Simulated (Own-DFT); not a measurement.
# Device materials side by side: how hard are they to compress?

Source: density functional calculations with Own-DFT, an unreviewed in-house program that is no longer used. Nothing was measured or relaxed, and spin and spin-orbit coupling are left out.

Keep in mind (not all hold for every row): forces on such cells moved up to 12 meV/angstrom on a denser k mesh; k mesh not checked against a denser one; forces on such cells passed a denser k mesh, each cell not checked; stress not checked against mesh or cutoff.

All runs are PBE with PseudoDojo norm-conserving files; cutoff and k mesh are each material's own. Every cell starts from measured lattice constants and was given uniform random strains and small random moves of its atoms. Each triple is the change of volume in per cent, the rms move u in Å and the pressure in GPa.

- 3C SiC (C32Si32), 10.36 Å³/atom unstrained: (-2.40, 0.051, 11.48); (-1.21, 0.052, 8.83); (-0.94, 0.049, 7.81); (-0.14, 0.046, 5.28); (0.16, 0.045, 5.05); (1.73, 0.051, 1.94); (2.12, 0.050, 1.00)
- wurtzite AlN (Al64N64), 10.45 Å³/atom unstrained: (-3.32, 0.047, 12.85); (-1.84, 0.051, 9.49); (-1.30, 0.047, 8.81); (-1.19, 0.050, 8.24); (-0.12, 0.051, 5.91); (0.97, 0.048, 3.50); (1.13, 0.048, 3.31)
- wurtzite GaN (Ga48N48), 11.42 Å³/atom unstrained: (-3.48, 0.050, 15.17); (-1.70, 0.047, 11.14); (-0.75, 0.051, 9.61); (-0.65, 0.050, 9.54); (1.30, 0.049, 5.36); (1.58, 0.048, 4.66); (1.64, 0.051, 4.69)
- diamond silicon (Si64), 20.02 Å³/atom unstrained: withheld
- zincblende GaP (Ga32P32), 20.24 Å³/atom unstrained: (-2.00, 0.052, 5.30); (-0.59, 0.048, 4.33); (-0.03, 0.053, 4.01); (0.02, 0.054, 3.67); (0.66, 0.052, 2.94); (0.94, 0.049, 2.66); (2.95, 0.050, 1.34)
- grey tin (Sn64), 34.15 Å³/atom unstrained: (-2.65, 0.048, 5.20); (-1.58, 0.052, 4.57); (-1.34, 0.047, 4.36); (-0.22, 0.054, 3.81); (0.70, 0.050, 3.34); (0.70, 0.052, 3.33); (1.47, 0.049, 3.01)

## Worked fit

Fit a line to each set against the fractional change of volume; B is minus its slope, and u is nearly the same within a set. To take it to zero pressure, assume that B rises by 4 GPa for each GPa: B0 = B - 4 x (mean pressure). The bond length of an ideal tetrahedral crystal with the unstrained volume v is d = (√3/4)(8 v)^(1/3). Cohen's empirical rule reads B0 = (1971 - 220 L) d^(-3.5) GPa, with L = 0 for group IV crystals and SiC and 1 for III-V compounds.

```
material,L,d (Å),B (GPa),mean P (GPa),B0 (GPa),rule (GPa)
3C SiC (C32Si32),0,1.888,231 ± 11,5.9,207 ± 11,213
wurtzite AlN (Al64N64),1,1.893,216 ± 4,7.4,187 ± 4,188
wurtzite GaN (Ga48N48),1,1.950,204 ± 4,8.6,170 ± 4,169
diamond silicon (Si64),0,2.352,?,?,?,99
zincblende GaP (Ga32P32),1,2.360,84 ± 6,3.5,70 ± 6,87
grey tin (Sn64),0,2.810,53 ± 2,3.9,37 ± 2,53
```

A line through ln[B0/(1971 - 220 L)] against ln d has a slope of -4.4 ± 0.1 and a scatter of 3 %. Against the rule, B0 stands at 97 % for 3C SiC, 99 % for wurtzite AlN, 100 % for wurtzite GaN, 81 % for zincblende GaP, 70 % for grey tin. PBE tends to make silicon and heavier crystals too soft, and the rule itself is only a guide.

## Check

Q: what B0 does the fitted trend give for diamond silicon (Si64)?

From the line: 81 GPa. Its own runs give B = 97 ± 3 GPa at a mean pressure of 1.8 GPa, so B0 = 89 GPa. It lies off the trend of the others.
